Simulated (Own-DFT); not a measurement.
## Calculated data, Hf₃₁O₆₄ (monoclinic hafnia with one vacancy, atoms displaced)

A calculation, not a measurement: plane-wave density functional theory by an unreviewed code, no spin, of a simulated periodic cell, stress positive in tension, run twice, with PBE and with PBEsol, both on files made for PBE, so the change isn't that of files made for PBEsol, defect cell not probed for a lower state with spin; a neutral cation vacancy leaves holes that likely carry spin, which this run leaves out; hafnium file: forces about 75 meV/angstrom off all-electron values; oxygen file: force components 24 meV/angstrom off all-electron in one glass; forces on such cells passed a denser k mesh, this cell's mesh not checked; the far tail of each file's local potential was reset to the Coulomb form; each entry is a single point on an unrelaxed cell, so the pressure reflects the starting lattice, mostly measured values (interpolated for alloys), from which strain is counted, and rises with the displacements; printed positions are rounded, which can move forces by about a meV/angstrom; the program, named Own-DFT, is a retired in-house code; no spin-orbit coupling; stress was not checked against mesh or cutoff. Program: Own-DFT development build.

Common to all runs: functional PBE, then PBEsol; potential files PseudoDojo norm-conserving, scalar-relativistic, standard set; wave cutoff 72 hartree; occupations Fermi-Dirac; smearing width 0.1 eV; k mesh 2 x 2 x 2 centred on Gamma.

(1) Hf₃₁O₆₄ (monoclinic hafnia with one vacancy, atoms displaced)

```
CELL_PARAMETERS angstrom
10.23400 0.00000 0.00000
0.00000 10.35000 0.00000
-1.69550 0.00000 10.44530
ATOMIC_POSITIONS crystal
Hf 0.15318 0.01700 0.10678
Hf 0.36517 0.27558 0.14653
Hf 0.35832 0.48785 0.39499
Hf 0.12852 0.24429 0.36206
O 0.03836 0.15895 0.15882
O 0.45476 0.42483 0.06523
O 0.46282 0.34484 0.31694
O 0.01840 0.08341 0.41950
O 0.22436 0.38622 0.23582
O 0.26493 0.13472 0.00897
O 0.27713 0.11773 0.25767
O 0.22360 0.38177 0.48933
Hf 0.13573 0.00548 0.60564
Hf 0.37438 0.27950 0.65109
Hf 0.35138 0.47736 0.89303
Hf 0.14784 0.21441 0.85682
O 0.04165 0.16587 0.67506
O 0.45948 0.41366 0.58669
O 0.45618 0.34446 0.81890
O 0.02433 0.08525 0.93283
O 0.22474 0.37023 0.73008
O 0.26552 0.11938 0.50594
O 0.27341 0.12428 0.76699
O 0.22277 0.38705 0.98991
Hf 0.14423 0.51386 0.10887
Hf 0.36399 0.76326 0.14075
Hf 0.35249 0.99077 0.39047
Hf 0.14074 0.73135 0.33983
O 0.03624 0.65044 0.17364
O 0.46729 0.91259 0.08144
O 0.46448 0.83018 0.31890
O 0.04170 0.58568 0.42827
O 0.23124 0.87023 0.24115
O 0.29251 0.63439 0.00859
O 0.27829 0.62089 0.26324
O 0.22199 0.87488 0.48908
Hf 0.13790 0.52205 0.59543
Hf 0.36278 0.76838 0.65049
Hf 0.34875 0.97330 0.89911
Hf 0.13516 0.72777 0.85295
O 0.04135 0.66578 0.67127
O 0.46208 0.92936 0.57186
O 0.46079 0.83437 0.83012
O 0.04022 0.58747 0.91624
O 0.22781 0.87394 0.74999
O 0.28452 0.62793 0.51662
O 0.27976 0.61915 0.77318
O 0.23530 0.86860 0.99696
Hf 0.64539 0.01988 0.09757
Hf 0.86215 0.27515 0.13361
Hf 0.85354 0.47059 0.39513
O 0.52760 0.15478 0.19209
O 0.95186 0.40700 0.07936
O 0.95912 0.33996 0.32426
O 0.53813 0.08509 0.43137
O 0.73507 0.37868 0.23564
O 0.76697 0.13357 0.01697
O 0.77471 0.11996 0.26293
O 0.72412 0.37119 0.50198
Hf 0.63741 0.02560 0.59770
Hf 0.86822 0.27359 0.64507
Hf 0.85770 0.50111 0.89970
Hf 0.64402 0.23240 0.85595
O 0.54334 0.16813 0.66798
O 0.95927 0.40794 0.58256
O 0.96698 0.34226 0.81552
O 0.53104 0.08366 0.92280
O 0.72512 0.37514 0.72966
O 0.76818 0.13717 0.51686
O 0.76444 0.13453 0.75713
O 0.71979 0.37100 0.99861
Hf 0.63204 0.52504 0.10249
Hf 0.85955 0.76259 0.15306
Hf 0.87054 0.97654 0.39932
Hf 0.62998 0.74048 0.34433
O 0.54074 0.67098 0.18695
O 0.96254 0.91253 0.08342
O 0.96211 0.83034 0.31501
O 0.53383 0.58122 0.41984
O 0.72104 0.87501 0.24404
O 0.78001 0.62652 0.00277
O 0.79148 0.62316 0.25924
O 0.72803 0.88500 0.47725
Hf 0.65111 0.51514 0.62243
Hf 0.87700 0.74526 0.64675
Hf 0.85029 0.98007 0.88917
Hf 0.63077 0.71474 0.84214
O 0.53373 0.66345 0.67579
O 0.96162 0.91880 0.57737
O 0.96911 0.82459 0.82678
O 0.53043 0.58369 0.90993
O 0.71618 0.88855 0.73842
O 0.77550 0.63036 0.51183
O 0.77538 0.62896 0.75538
O 0.71953 0.88320 0.99105
```

| Property | Result |
| --- | --- |
| PBE pressure | 9.14 GPa |
| PBE stress xx | -9.57 GPa |
| PBE stress yy | -8.31 GPa |
| PBE stress zz | -9.53 GPa |
| PBE stress yz | 0.63 GPa |
| PBE stress xz | 0.17 GPa |
| PBE stress xy | -0.07 GPa |
| PBEsol pressure | 2.78 GPa |
| PBEsol stress xx | -3.19 GPa |
| PBEsol stress yy | -2.02 GPa |
| PBEsol stress zz | -3.13 GPa |
| PBEsol stress yz | 0.63 GPa |
| PBEsol stress xz | 0.45 GPa |
| PBEsol stress xy | -0.09 GPa |
| rms change of force components from PBE to PBEsol | 0.067 eV/Å |

Force:
```csv
force element,PBE force x (eV/Å),PBE force y (eV/Å),PBE force z (eV/Å),PBEsol force x (eV/Å),PBEsol force y (eV/Å),PBEsol force z (eV/Å)
Hf,-3.897,0.131,0.279,-3.806,0.209,0.253
Hf,1.856,-0.24,2.048,1.814,-0.173,2.073
Hf,2.924,-1.571,0.799,2.854,-1.557,0.769
Hf,0.146,-2.454,-0.982,0.136,-2.412,-0.979
O,-0.273,1.366,1.855,-0.243,1.323,1.819
O,1.652,-0.394,1.702,1.599,-0.352,1.608
O,-1.188,0.465,-0.113,-1.339,0.508,-0.22
O,3.992,2.878,0.654,3.898,2.79,0.692
O,-0.781,-1.619,1.111,-0.712,-1.556,1.068
O,1.657,-0.706,0.727,1.536,-0.724,0.689
O,-0.605,1.311,-0.477,-0.631,1.243,-0.479
O,-0.459,-1.292,-0.993,-0.416,-1.236,-0.976
Hf,0.273,2.643,-0.218,0.267,2.609,-0.254
Hf,-2.073,-3.546,-1.181,-2.019,-3.356,-1.083
Hf,0.187,0.053,-1.161,0.171,0.022,-1.113
Hf,-3.936,3.518,-1.482,-3.83,3.379,-1.492
O,0.007,-1.306,-0.326,0.026,-1.261,-0.26
O,2.654,3.341,-1.627,2.569,3.248,-1.593
O,2.551,-1.184,1.808,2.454,-1.159,1.695
O,0.864,-0.217,-1.395,0.879,-0.235,-1.314
O,-1.06,1.132,0.825,-0.953,1.099,0.812
O,-0.346,1.508,0.26,-0.39,1.416,0.215
O,1.301,-2.258,-0.291,1.172,-2.209,-0.234
O,-0.95,-2.154,-0.385,-0.849,-2.065,-0.353
Hf,-0.698,0.727,-1.484,-0.645,0.734,-1.433
Hf,0.804,1.864,1.283,0.782,1.897,1.285
Hf,2.333,-1.048,1.518,2.256,-1.033,1.535
Hf,-1.285,-0.032,2.08,-1.253,-0.075,1.981
O,-0.491,0.846,-0.177,-0.454,0.845,-0.112
O,-0.191,0.271,-0.672,-0.217,0.253,-0.704
O,-1.519,1.572,1.275,-1.453,1.482,1.168
O,-0.65,0.055,-0.74,-0.595,0.026,-0.659
O,-0.65,0.704,-0.563,-0.58,0.676,-0.547
O,-1.749,-1.072,0.204,-1.75,-1.059,0.194
O,-0.016,0.187,-1.108,-0.079,0.182,-1.076
O,-0.388,-1.206,-0.077,-0.328,-1.136,-0.065
Hf,0.499,-1.903,1.238,0.507,-1.831,1.147
Hf,0.68,1.374,-0.7,0.658,1.369,-0.635
Hf,4.052,1.248,-0.202,3.946,1.152,-0.188
Hf,2.012,0.645,1.469,1.956,0.59,1.398
O,1.666,-0.811,0.226,1.607,-0.772,0.276
O,-1.324,-2.059,0.689,-1.295,-1.977,0.615
O,0.706,-0.581,-0.345,0.657,-0.597,-0.396
O,-1.52,-1.632,1.227,-1.497,-1.585,1.219
O,-0.818,0.335,-1.451,-0.734,0.319,-1.407
O,-0.389,0.695,-0.017,-0.431,0.648,-0.008
O,-0.531,1.083,-2.55,-0.558,1.069,-2.469
O,-2.097,-0.256,-0.611,-1.961,-0.229,-0.598
Hf,-2.233,0.237,3.294,-2.146,0.249,3.183
Hf,-3.143,-4.184,4.171,-3.125,-4.025,4.094
Hf,-1.897,0.227,-0.064,-1.863,0.176,-0.059
O,-0.364,-0.391,-1.636,-0.414,-0.377,-1.656
O,4.956,5.448,-2.411,4.821,5.34,-2.384
O,2.287,-1.161,0.37,2.237,-1.148,0.343
O,-1.987,-0.304,-1.83,-2.008,-0.452,-1.659
O,-0.935,2.074,-0.75,-0.759,2.104,-0.785
O,1.271,-0.043,-2.345,1.179,-0.04,-2.304
O,0.745,-0.752,-0.933,0.749,-0.815,-0.973
O,0.544,1.65,-0.572,0.669,1.715,-0.439
Hf,1.395,-0.423,0.171,1.368,-0.338,0.128
Hf,-1.876,-2.822,0.292,-1.868,-2.685,0.311
Hf,2.927,-5.009,-0.377,2.856,-4.899,-0.334
Hf,-1.849,-0.425,-0.336,-1.762,-0.484,-0.36
O,-2.068,1.386,1.28,-1.996,1.371,1.299
O,3.441,3.813,-2.274,3.351,3.719,-2.262
O,-0.105,0.511,2.158,-0.13,0.462,2.023
O,-0.257,0.82,-0.135,-0.212,0.78,-0.075
O,-0.664,0.641,3.537,-0.614,0.63,3.415
O,1.755,-0.743,-0.123,1.674,-0.774,-0.012
O,1.729,-1.629,1.931,1.595,-1.576,1.896
O,-0.44,0.971,-2.47,-0.363,0.942,-2.393
Hf,0.503,-2.293,1.141,0.519,-2.244,1.08
Hf,0.384,2.318,-1.457,0.38,2.319,-1.346
Hf,-4.158,0.291,-2.471,-4.073,0.238,-2.405
Hf,1.765,0.007,4.491,1.696,0.011,4.324
O,0.045,-2.414,-4.172,0.04,-2.323,-4.038
O,0.71,-0.135,-0.798,0.672,-0.127,-0.812
O,1.501,-0.1,1.623,1.454,-0.132,1.514
O,0.139,0.148,0.749,0.099,0.131,0.745
O,0.723,0.204,-1.805,0.75,0.16,-1.75
O,-1.484,1.149,0.782,-1.488,1.068,0.739
O,-1.474,-1.027,0.196,-1.47,-0.981,0.168
O,-1.275,-1.595,1.407,-1.192,-1.527,1.337
Hf,-2.116,-0.768,-6.19,-2.004,-0.742,-6.065
Hf,-2.723,5.376,-1.821,-2.644,5.248,-1.736
Hf,0.929,-0.456,0.842,0.875,-0.484,0.867
Hf,-0.622,5.454,1.989,-0.643,5.266,1.888
O,-0.295,-0.184,-1.095,-0.281,-0.166,-0.969
O,0.225,-1.623,1.19,0.255,-1.562,1.093
O,-1.478,1.281,0.096,-1.42,1.196,0.032
O,0.363,-0.874,1.668,0.367,-0.847,1.656
O,0.957,-1.269,0.494,0.98,-1.207,0.515
O,0.048,-0.604,0.198,0.018,-0.611,0.25
O,0.669,-1.122,0.851,0.596,-1.104,0.823
O,0.5,-2.069,-0.807,0.545,-1.952,-0.771
```

(2) Hf₃₁O₆₄ (monoclinic hafnia with one vacancy, atoms displaced)

```
CELL_PARAMETERS angstrom
10.23400 0.00000 0.00000
0.00000 10.35000 0.00000
-1.69550 0.00000 10.44530
ATOMIC_POSITIONS crystal
Hf 0.13578 0.02210 0.10437
Hf 0.36301 0.48333 0.38934
Hf 0.14110 0.23311 0.36551
O 0.03703 0.17436 0.17272
O 0.46485 0.41739 0.06789
O 0.46252 0.35065 0.32248
O 0.04563 0.08148 0.43417
O 0.22261 0.38037 0.25431
O 0.27386 0.13360 0.01077
O 0.27608 0.12599 0.25819
O 0.21433 0.37674 0.48810
Hf 0.12388 0.02534 0.60424
Hf 0.36327 0.28371 0.65648
Hf 0.36618 0.47300 0.89555
Hf 0.13175 0.23767 0.83752
O 0.03141 0.16644 0.65466
O 0.46679 0.42199 0.58140
O 0.46073 0.33480 0.82231
O 0.03693 0.07808 0.92848
O 0.21814 0.39551 0.74077
O 0.24915 0.13977 0.50735
O 0.27195 0.11893 0.75048
O 0.22247 0.36842 0.98096
Hf 0.12276 0.53154 0.10566
Hf 0.37836 0.76165 0.15782
Hf 0.35348 0.98845 0.38239
Hf 0.13991 0.72468 0.35138
O 0.04774 0.68071 0.17287
O 0.46541 0.91757 0.06928
O 0.47108 0.83209 0.33321
O 0.02490 0.57691 0.42365
O 0.22784 0.88403 0.24516
O 0.28438 0.64067 0.01246
O 0.27375 0.62069 0.26849
O 0.23092 0.87666 0.49547
Hf 0.13800 0.52575 0.59893
Hf 0.35019 0.77766 0.63722
Hf 0.36213 0.97871 0.90766
Hf 0.13028 0.74079 0.85777
O 0.03773 0.66798 0.68407
O 0.47298 0.92217 0.58034
O 0.47716 0.84697 0.82450
O 0.04590 0.57397 0.92953
O 0.21733 0.88160 0.74571
O 0.27432 0.62763 0.51571
O 0.27722 0.63080 0.75845
O 0.22279 0.86214 0.99463
Hf 0.63735 0.03522 0.09694
Hf 0.87112 0.25754 0.14020
Hf 0.86910 0.47608 0.38081
Hf 0.63661 0.23125 0.36221
O 0.54948 0.16715 0.16941
O 0.95482 0.43453 0.05983
O 0.97110 0.32986 0.31375
O 0.53781 0.08900 0.43032
O 0.72401 0.36470 0.24037
O 0.78241 0.11371 0.00905
O 0.78082 0.12652 0.26289
O 0.72689 0.38065 0.48735
Hf 0.63710 0.02389 0.60250
Hf 0.86213 0.28007 0.63388
Hf 0.86525 0.48448 0.90137
Hf 0.63668 0.23271 0.85093
O 0.53640 0.18099 0.67209
O 0.95467 0.41400 0.58379
O 0.95236 0.32889 0.81400
O 0.53717 0.08287 0.93304
O 0.71377 0.36941 0.74135
O 0.77217 0.11602 0.49963
O 0.77151 0.10827 0.76617
O 0.72646 0.36591 0.99055
Hf 0.64639 0.53547 0.09548
Hf 0.86008 0.77745 0.14392
Hf 0.86977 0.98512 0.38435
Hf 0.62509 0.73123 0.34040
O 0.53048 0.67300 0.17233
O 0.96270 0.91469 0.08049
O 0.96352 0.82718 0.32101
O 0.53744 0.57951 0.41878
O 0.72467 0.87693 0.24092
O 0.77648 0.62810 0.00278
O 0.78786 0.61996 0.25463
O 0.72881 0.86680 0.49747
Hf 0.64377 0.51273 0.60776
Hf 0.86455 0.77798 0.63917
Hf 0.85594 0.98776 0.89420
Hf 0.64630 0.73265 0.84888
O 0.54929 0.65383 0.68274
O 0.97171 0.90461 0.58673
O 0.96000 0.83144 0.82735
O 0.53923 0.59874 0.92153
O 0.71587 0.87531 0.73638
O 0.75484 0.63354 0.50036
O 0.75731 0.61104 0.74209
O 0.73453 0.88494 0.98137
```

| Quantity | Value |
| --- | --- |
| PBE pressure | 10.08 GPa |
| PBE stress xx | -11.25 GPa |
| PBE stress yy | -8.88 GPa |
| PBE stress zz | -10.11 GPa |
| PBE stress yz | -0.03 GPa |
| PBE stress xz | -1.58 GPa |
| PBE stress xy | 0.37 GPa |
| PBEsol pressure | 3.73 GPa |
| PBEsol stress xx | -4.86 GPa |
| PBEsol stress yy | -2.61 GPa |
| PBEsol stress zz | -3.7 GPa |
| PBEsol stress yz | -0.04 GPa |
| PBEsol stress xz | -1.19 GPa |
| PBEsol stress xy | 0.38 GPa |
| rms change of force components from PBE to PBEsol | 0.07 eV/Å |

Force:
```csv
force element,PBE force x (eV/Å),PBE force y (eV/Å),PBE force z (eV/Å),PBEsol force x (eV/Å),PBEsol force y (eV/Å),PBEsol force z (eV/Å)
Hf,1.724,1.107,0.182,1.691,1.126,0.14
Hf,-0.499,-1.539,1.265,-0.495,-1.559,1.236
Hf,2.204,0.359,-3.367,2.195,0.336,-3.31
O,1.139,-1.709,-0.293,1.085,-1.662,-0.249
O,1.654,1.396,0.026,1.676,1.512,-0.138
O,1.738,-1.288,0.502,1.706,-1.198,0.584
O,-3.634,-0.957,-3.792,-3.551,-0.952,-3.634
O,-0.965,1.034,-0.758,-0.955,1.048,-0.618
O,-0.635,-1.302,-1.211,-0.733,-1.394,-1.263
O,-0.844,-1.011,1.063,-0.956,-1.092,1.122
O,0.48,0.963,1.405,0.504,0.944,1.364
Hf,4.258,-2.31,1.795,4.167,-2.174,1.713
Hf,-0.524,-1.981,-3.351,-0.478,-1.884,-3.227
Hf,-1.485,2.552,2.16,-1.457,2.428,2.163
Hf,0.713,-1.24,2.923,0.719,-1.221,2.843
O,-2.168,2.72,1.825,-2.1,2.664,1.814
O,-1.389,-0.531,-0.442,-1.355,-0.514,-0.445
O,0.938,-0.048,1.302,0.902,-0.057,1.2
O,0.37,1.318,-1.399,0.34,1.25,-1.292
O,0.075,-1.469,-0.307,0.139,-1.451,-0.299
O,4.025,-0.612,1.775,3.827,-0.603,1.705
O,-0.147,1.211,1.007,-0.233,1.213,0.959
O,-0.83,0.618,-0.881,-0.771,0.633,-1.005
Hf,4.733,-2.952,0.309,4.581,-2.808,0.243
Hf,-6.669,3.781,-3.62,-6.533,3.733,-3.533
Hf,0.39,1.016,2.047,0.327,0.947,1.997
Hf,-0.269,1.904,1.485,-0.248,1.821,1.387
O,-1.675,0.202,-0.475,-1.623,0.184,-0.393
O,0.139,-1.469,2.295,0.114,-1.409,2.169
O,-1.987,1.644,0.084,-1.924,1.558,0.001
O,2.532,2.114,-0.327,2.484,2.026,-0.285
O,-0.171,-1.048,0.005,-0.111,-1.019,0.029
O,-0.549,-1.544,0.603,-0.594,-1.477,0.608
O,0.498,1.041,-1.045,0.424,1.032,-1.002
O,-0.541,-0.577,-1.406,-0.453,-0.573,-1.36
Hf,-0.518,0.369,2.018,-0.46,0.397,1.953
Hf,1.746,0.198,3.002,1.639,0.237,2.945
Hf,-0.77,0.595,-1.814,-0.736,0.534,-1.717
Hf,2.001,-1.436,-0.385,1.969,-1.418,-0.421
O,-0.477,-1.055,-1.806,-0.44,-0.987,-1.729
O,-1.602,-0.972,-0.421,-1.549,-0.935,-0.44
O,-0.857,-0.319,-0.546,-0.838,-0.335,-0.553
O,-0.446,1.574,-2.075,-0.457,1.523,-1.937
O,0.715,-0.322,-0.246,0.742,-0.347,-0.246
O,-0.172,0.741,-1.129,-0.251,0.73,-1.094
O,0.239,-0.242,0.006,0.166,-0.227,-0.032
O,0.124,2.011,0.773,0.177,1.968,0.723
Hf,-0.041,-2.978,1.852,-0.053,-2.836,1.766
Hf,-2.62,1.893,0.15,-2.587,1.859,0.222
Hf,-3.81,-1.04,0.716,-3.738,-1.05,0.72
Hf,-0.706,0.976,-3.04,-0.638,0.917,-3.006
O,-0.778,1.323,1.733,-0.579,1.204,1.744
O,0.269,-2.887,4.953,0.276,-2.773,4.774
O,-1.421,1.539,1.075,-1.406,1.482,1.014
O,-1.685,-0.262,-1.328,-1.608,-0.273,-1.246
O,0.789,1.84,-0.631,0.842,1.77,-0.584
O,0.159,3.175,0.885,0.101,3.069,0.863
O,0.993,-0.556,-0.393,0.939,-0.534,-0.385
O,-0.039,-1.773,-0.547,0.016,-1.739,-0.52
Hf,0.168,-1.09,0.782,0.163,-1.045,0.729
Hf,-2.834,-3.491,1.47,-2.744,-3.332,1.478
Hf,-1.234,-0.533,-4.853,-1.205,-0.568,-4.667
Hf,0.27,-0.867,0.415,0.29,-0.865,0.34
O,-0.096,-0.887,-0.294,-0.087,-0.831,-0.207
O,3.245,3.31,-1.914,3.155,3.21,-1.912
O,0.656,0.258,1.174,0.655,0.244,1.064
O,-0.338,1.692,-2.723,-0.311,1.618,-2.581
O,0.94,0.263,-0.452,0.953,0.25,-0.457
O,1.152,1.765,1.021,1.057,1.715,0.968
O,-0.629,2.32,-1.839,-0.701,2.243,-1.76
O,-0.115,0.528,-0.218,-0.045,0.532,-0.231
Hf,-2.058,-4.284,0.505,-2.006,-4.148,0.424
Hf,-0.078,0.439,-0.326,-0.067,0.501,-0.268
Hf,-1.58,-1.097,1.493,-1.578,-1.083,1.478
Hf,4.746,-0.664,5.445,4.616,-0.683,5.31
O,4.46,-3.432,-0.927,4.362,-3.315,-0.837
O,1.092,0.699,0.434,1.048,0.684,0.392
O,0.432,0.683,1.147,0.414,0.655,1.04
O,-0.845,0.383,-0.753,-0.817,0.363,-0.709
O,0.113,0.456,-0.829,0.198,0.414,-0.806
O,1.055,1.357,0.208,0.957,1.293,0.204
O,-0.856,-0.238,-1.027,-0.875,-0.237,-1.02
O,0.037,1.268,-1.715,0.096,1.243,-1.637
Hf,-0.531,0.641,-2.241,-0.505,0.686,-2.194
Hf,-3.041,-3.117,0.849,-2.986,-2.974,0.855
Hf,2.22,-2.332,-0.601,2.117,-2.301,-0.541
Hf,-0.704,1.217,-0.91,-0.696,1.137,-0.945
O,-3.755,1.834,-1.32,-3.586,1.785,-1.226
O,0.995,2.182,-2.126,0.966,2.145,-2.089
O,-1.021,0.399,0.421,-0.967,0.375,0.348
O,-1.013,-1.338,1.109,-0.942,-1.319,1.135
O,1.156,0.098,-0.389,1.177,0.087,-0.379
O,2.186,-0.116,0.125,2.049,-0.118,0.132
O,3.866,0.847,3.462,3.663,0.839,3.371
O,-1.783,-2.936,1.207,-1.659,-2.846,1.165
```
